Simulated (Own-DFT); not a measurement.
SiGe (layered order of Si and Ge on the diamond lattice, atoms displaced) (calculated)

Computed with Own-DFT development build. A calculation, not a measurement: plane-wave PBEsol density functional theory by an unreviewed code, no spin, of a simulated periodic cell, stress positive in tension, free energy of the whole cell less one offset for each atom, forces on such cells passed a denser k mesh, this cell's mesh not checked; offsets are fitted by least squares, one for each functional and potential file, so energies compare only between cells with the same atoms and settings and are not formation energies; the far tail of each file's local potential was reset to the Coulomb form; each entry is a single point on an unrelaxed cell, so the pressure reflects the starting lattice, mostly measured values, from which strain is counted, and rises with the displacements; printed positions are rounded, which can move forces by about a meV/angstrom; the program is a retired in-house code; no spin-orbit coupling.

Entry: SiGe (layered order of Si and Ge on the diamond lattice, atoms displaced)

```cif
# cell vector a (Å): 11.0890 0.0000 0.0000
# cell vector b (Å): 0.0000 11.0890 0.0000
# cell vector c (Å): 0.0000 0.0000 11.0890
data_SiGe
_symmetry_space_group_name_H-M 'P 1'
_symmetry_Int_Tables_number 1
_cell_length_a 11.0890
_cell_length_b 11.0890
_cell_length_c 11.0890
_cell_angle_alpha 90.000
_cell_angle_beta 90.000
_cell_angle_gamma 90.000
_cell_volume 1363.57
loop_
_atom_site_label
_atom_site_type_symbol
_atom_site_fract_x
_atom_site_fract_y
_atom_site_fract_z
_atom_site_occupancy
Ge1 Ge 0.99792 0.99664 0.00500 1
Ge2 Ge 0.99953 0.25280 0.24899 1
Ge3 Ge 0.24816 0.00029 0.25542 1
Ge4 Ge 0.25365 0.24960 0.99720 1
Ge5 Ge 0.12392 0.12271 0.12577 1
Ge6 Ge 0.12500 0.37794 0.37321 1
Ge7 Ge 0.37222 0.12438 0.37382 1
Ge8 Ge 0.37755 0.36943 0.12164 1
Si1 Si 0.99743 0.99786 0.49727 1
Si2 Si 0.00105 0.24687 0.75262 1
Si3 Si 0.24293 0.00418 0.75136 1
Si4 Si 0.25196 0.25079 0.50230 1
Si5 Si 0.12648 0.12441 0.62588 1
Si6 Si 0.12562 0.37538 0.87759 1
Si7 Si 0.37752 0.12781 0.87420 1
Si8 Si 0.37405 0.38243 0.61965 1
Ge9 Ge 0.00355 0.50017 0.00046 1
Ge10 Ge 0.99858 0.75037 0.25515 1
Ge11 Ge 0.24901 0.49930 0.25066 1
Ge12 Ge 0.25073 0.75080 0.99819 1
Ge13 Ge 0.12475 0.62382 0.12202 1
Ge14 Ge 0.12364 0.87978 0.37562 1
Ge15 Ge 0.37581 0.61890 0.37261 1
Ge16 Ge 0.37216 0.87303 0.12892 1
Si9 Si 0.00267 0.49993 0.50286 1
Si10 Si 0.00087 0.75539 0.75342 1
Si11 Si 0.25283 0.50256 0.74943 1
Si12 Si 0.25122 0.75018 0.50134 1
Si13 Si 0.12601 0.62529 0.62392 1
Si14 Si 0.12561 0.88425 0.87335 1
Si15 Si 0.37843 0.63004 0.87189 1
Si16 Si 0.37547 0.87121 0.62388 1
Ge17 Ge 0.50033 0.00119 0.99740 1
Ge18 Ge 0.49879 0.24907 0.24829 1
Ge19 Ge 0.75223 0.00115 0.25315 1
Ge20 Ge 0.74911 0.25373 0.99922 1
Ge21 Ge 0.63058 0.12443 0.12688 1
Ge22 Ge 0.62209 0.37161 0.37343 1
Ge23 Ge 0.87430 0.12263 0.37691 1
Ge24 Ge 0.87008 0.37375 0.12291 1
Si17 Si 0.50107 0.99791 0.49979 1
Si18 Si 0.50017 0.24669 0.74848 1
Si19 Si 0.75094 0.00473 0.74500 1
Si20 Si 0.74673 0.25487 0.50290 1
Si21 Si 0.62007 0.12374 0.62585 1
Si22 Si 0.62499 0.37631 0.87511 1
Si23 Si 0.87390 0.12492 0.87278 1
Si24 Si 0.87653 0.37856 0.62487 1
Ge25 Ge 0.49827 0.50670 0.00574 1
Ge26 Ge 0.49867 0.75210 0.25005 1
Ge27 Ge 0.75097 0.49750 0.25009 1
Ge28 Ge 0.75279 0.74595 0.00660 1
Ge29 Ge 0.62464 0.62812 0.12815 1
Ge30 Ge 0.62646 0.87371 0.37460 1
Ge31 Ge 0.88246 0.62654 0.37841 1
Ge32 Ge 0.87629 0.87215 0.12796 1
Si25 Si 0.50285 0.50382 0.49665 1
Si26 Si 0.49534 0.74562 0.74725 1
Si27 Si 0.74803 0.49950 0.75331 1
Si28 Si 0.74683 0.75166 0.50004 1
Si29 Si 0.62301 0.62391 0.62824 1
Si30 Si 0.62913 0.87893 0.87443 1
Si31 Si 0.87389 0.62173 0.87293 1
Si32 Si 0.87148 0.87357 0.62799 1
```

Here we set functional PBEsol, potential files PseudoDojo norm-conserving, scalar-relativistic, made for PBE, standard set, wave cutoff 42 hartree, occupations Fermi-Dirac, smearing width 0.1 eV, hardware one NVIDIA H100 and k mesh 3 x 3 x 3 centred on Gamma.

Results for SiGe (layered order of Si and Ge on the diamond lattice, atoms displaced): free energy of cell above offsets -2.592 eV; pressure 0.68 GPa; stress xx -0.69 GPa; stress yy -0.64 GPa; stress zz -0.7 GPa; stress yz 0.09 GPa; stress xz -0.24 GPa; stress xy -0.47 GPa; wall time 510.9 s.

Force:
| element | x (eV/Å) | y (eV/Å) | z (eV/Å) |
| --- | --- | --- | --- |
| Ge | -0.081 | 0.475 | -1.024 |
| Ge | -0.234 | -0.33 | 0.096 |
| Ge | 0.04 | 0.006 | -0.801 |
| Ge | -0.624 | -0.319 | -0.235 |
| Ge | 0.312 | 0.453 | -0.06 |
| Ge | -0.059 | -0.528 | 0.943 |
| Ge | 0.525 | 0.2 | 0.926 |
| Ge | -0.408 | 0.857 | 0.396 |
| Si | 0.029 | 0.183 | 1.296 |
| Si | 0.036 | 0.503 | -0.286 |
| Si | 1.454 | -0.154 | -0.335 |
| Si | -0.327 | 0.152 | 0.062 |
| Si | -0.571 | 0.225 | -0.523 |
| Si | 0.276 | -0.066 | -0.877 |
| Si | -0.337 | -0.434 | -0.586 |
| Si | 0.468 | -0.582 | 0.443 |
| Ge | -0.829 | -0.321 | -0.57 |
| Ge | 0.858 | 0.062 | -0.681 |
| Ge | 0.312 | -0.285 | -0.843 |
| Ge | -0.241 | 0.227 | -0.643 |
| Ge | 0.127 | 0.57 | 0.612 |
| Ge | 0.144 | -0.881 | 0.768 |
| Ge | -0.117 | 1.002 | 0.615 |
| Ge | 0.126 | 0.642 | -0.517 |
| Si | 0.045 | 0.037 | 0.235 |
| Si | -0.06 | -0.526 | -0.246 |
| Si | -0.312 | -0.068 | 0.219 |
| Si | -0.148 | -0.189 | -0.224 |
| Si | -0.052 | 0.357 | 0.477 |
| Si | -0.262 | -0.902 | 0.312 |
| Si | -0.586 | -0.687 | 0.249 |
| Si | -0.357 | 0.648 | 0.297 |
| Ge | 0.008 | -0.181 | 0.189 |
| Ge | 0.208 | -0.488 | 0.069 |
| Ge | -0.048 | -0.445 | -0.312 |
| Ge | -0.093 | -0.641 | -0.831 |
| Ge | -0.562 | 0.034 | -0.337 |
| Ge | 0.203 | 0.443 | 0.518 |
| Ge | 0.082 | 0.985 | 0.592 |
| Ge | 0.887 | 0.381 | 0.062 |
| Si | -0.321 | 0.044 | 0.244 |
| Si | -0.253 | 1.001 | -0.073 |
| Si | -0.195 | -0.283 | 0.425 |
| Si | 0.25 | -0.638 | 0.304 |
| Si | 0.484 | 0.224 | -0.398 |
| Si | -0.642 | 0.032 | -0.16 |
| Si | 0.049 | -0.058 | 0.197 |
| Si | -0.156 | -0.368 | 0.418 |
| Ge | 0.148 | -0.478 | -1.172 |
| Ge | 0.004 | -0.306 | 0.351 |
| Ge | -0.034 | 0.534 | 0.459 |
| Ge | -0.126 | 0.402 | -1.418 |
| Ge | 0.134 | -0.299 | 0.355 |
| Ge | -0.245 | 0.257 | 0.381 |
| Ge | -1.181 | -0.54 | 0.633 |
| Ge | -0.287 | 0.089 | 0.283 |
| Si | 0.08 | -0.45 | 0.623 |
| Si | 1.025 | 1.022 | 0.196 |
| Si | 0.179 | -0.062 | -0.511 |
| Si | 0.403 | -0.555 | 0.689 |
| Si | 0.27 | 0.082 | -0.393 |
| Si | -0.138 | -0.718 | -0.491 |
| Si | 0.403 | 0.492 | 0.068 |
| Si | 0.319 | 0.159 | -0.456 |
